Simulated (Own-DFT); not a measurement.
# Strain and stress in wurtzite AlN, 128 atoms (Al64N64)

Calculated results; nothing here was measured. The program, named Own-DFT, is a retired in-house plane-wave density functional code that no person has reviewed. Each row is one single-point run on a periodic cell that was not relaxed, without spin or spin-orbit coupling.

Settings of every run: PBE; PseudoDojo norm-conserving scalar-relativistic files; cutoff 42 hartree; 3 x 3 x 3 k mesh centred on Gamma; Gaussian smearing of 0.01 eV.

Known limits: k mesh not checked against a denser one; stress not checked against mesh or cutoff.

Unstrained cell vectors in Å: (12.448, 0.000, 0.000); (-6.224, 10.780, 0.000); (0.000, 0.000, 9.964). The unstrained cell has measured lattice constants (interpolated for alloys), not those of this functional. That, the random moves and any unrelaxed bonds set the pressure at no strain. Each run strains this cell uniformly, with the atoms carried along. Every atom was also moved at random, by a Gaussian of width 0.05 Å on each axis. Strain is the symmetric tensor, in per cent. Stress is positive in tension, and the pressure is minus a third of its trace.

| run | e_xx (%) | e_yy (%) | e_zz (%) | s_xx (GPa) | s_yy (GPa) | s_zz (GPa) | P (GPa) | E (meV/atom) |
|---|---|---|---|---|---|---|---|---|
| 1 | 0.00 | 0.00 | -0.50 | -4.69 | -8.02 | -8.16 | 6.95 | 26.9 |
| 2 | 0.00 | 0.00 | 1.50 | -4.20 | -4.75 | 1.68 | 2.43 | 3.3 |
| 3 | 0.00 | 0.00 | -1.75 | -5.78 | -7.32 | -14.94 | 9.35 | 23.3 |
| 4 | 0.00 | 0.00 | 2.00 | -5.82 | -3.54 | 3.13 | 2.08 | 19.3 |
| 5 | 0.00 | 0.00 | 1.25 | -3.15 | -5.00 | 0.21 | 2.65 | 0.0 |
| 6 | 0.00 | 0.00 | 3.00 | -2.69 | -4.74 | 7.51 | -0.03 | 4.9 |
| 7 | 0.00 | 0.00 | 0.25 | -6.18 | -5.25 | -3.63 | 5.02 | 6.2 |
| 8 | 0.00 | 0.00 | -0.25 | -7.87 | -5.50 | -7.78 | 7.05 | 40.3 |
| 9 | 0.00 | 0.00 | 2.50 | ? | ? | ? | ? | ? |

E is the free energy for each atom above the lowest run shown.

## Worked fit

The change of volume is close to e_xx + e_yy + e_zz. A straight line through the runs shown gives P = 5.84 - 205 x (fractional change of volume) GPa, with an error of 11 on the slope and a scatter of 0.47 GPa. The strain isn't the same on all axes and the cell isn't cubic, so the slope belongs to this path and is not the bulk modulus.

## Withheld run

Question: what pressure should run 9 give? Its volume changes by 2.50 %.

The line gives 0.7 GPa. The calculation gave 0.94 GPa.
